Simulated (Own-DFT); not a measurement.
# How strain changes the stress of wurtzite AlGaN with randomly placed atoms, 72 atoms (Al9Ga27N36)

These are calculations, not measurements. They come from Own-DFT, an in-house plane-wave density functional program, since retired, whose code no person has reviewed. Each row is one single-point run on a periodic cell that was not relaxed, without spin or spin-orbit coupling.

Settings of every run: PBE; PseudoDojo norm-conserving scalar-relativistic files; cutoff 42 hartree; 4 x 4 x 3 k mesh centred on Gamma; Fermi-Dirac smearing of 0.1 eV.

Known limits: forces on such cells passed a denser k mesh, each cell not checked; stress not checked against mesh or cutoff.

Unstrained cell vectors in Å: (9.509, 0.000, 0.000); (-4.755, 8.235, 0.000); (0.000, 0.000, 10.268). The unstrained cell has measured lattice constants (interpolated for alloys), not those of this functional. That, the random moves and any unrelaxed bonds set the pressure at no strain. Each run strains this cell uniformly, with the atoms carried along. Every atom was also moved at random, by a Gaussian of width 0.05 Å on each axis. The random placing of the alloy's atoms differs from row to row. Strain is the symmetric tensor, in per cent. Stress is positive in tension, and the pressure is minus a third of its trace.

```
run  e_xx (%)  e_yy (%)  e_zz (%)  s_xx (GPa)  s_yy (GPa)  s_zz (GPa)  P (GPa)  E (meV/atom)
  1      0.50      0.50      0.00       -4.89       -4.47       -7.16     5.51           7.8
  2      1.75      1.75      0.00        1.34        2.08       -5.00     0.53           0.0
  3      2.50      2.50      0.00        4.36        4.54       -2.71    -2.06           1.1
  4      2.00      2.00      0.00        3.64        2.03       -5.41    -0.09           8.7
  5      3.00      3.00      0.00        6.34        6.08       -3.83    -2.86          26.9
  6     -1.75     -1.75      0.00      -16.96      -18.71       -9.27    14.98          37.7
  7     -0.25     -0.25      0.00       -6.40       -9.96       -9.10     8.49          19.8
  8      1.50      1.50      0.00        0.69        0.13       -8.85     2.68          33.2
  9      1.25      1.25      0.00           ?           ?           ?        ?             ?
```

E is the free energy for each atom above the lowest run shown.

## Worked fit

The change of volume is close to e_xx + e_yy + e_zz. A straight line through the runs shown gives P = 7.86 - 190 x (fractional change of volume) GPa, with an error of 7 on the slope and a scatter of 0.60 GPa. The strain isn't the same on all axes and the cell isn't cubic, so the slope belongs to this path and is not the bulk modulus.

## Withheld run

Question: what pressure should run 9 give? Its volume changes by 2.52 %.

The line gives 3.1 GPa. The calculation gave 2.74 GPa.
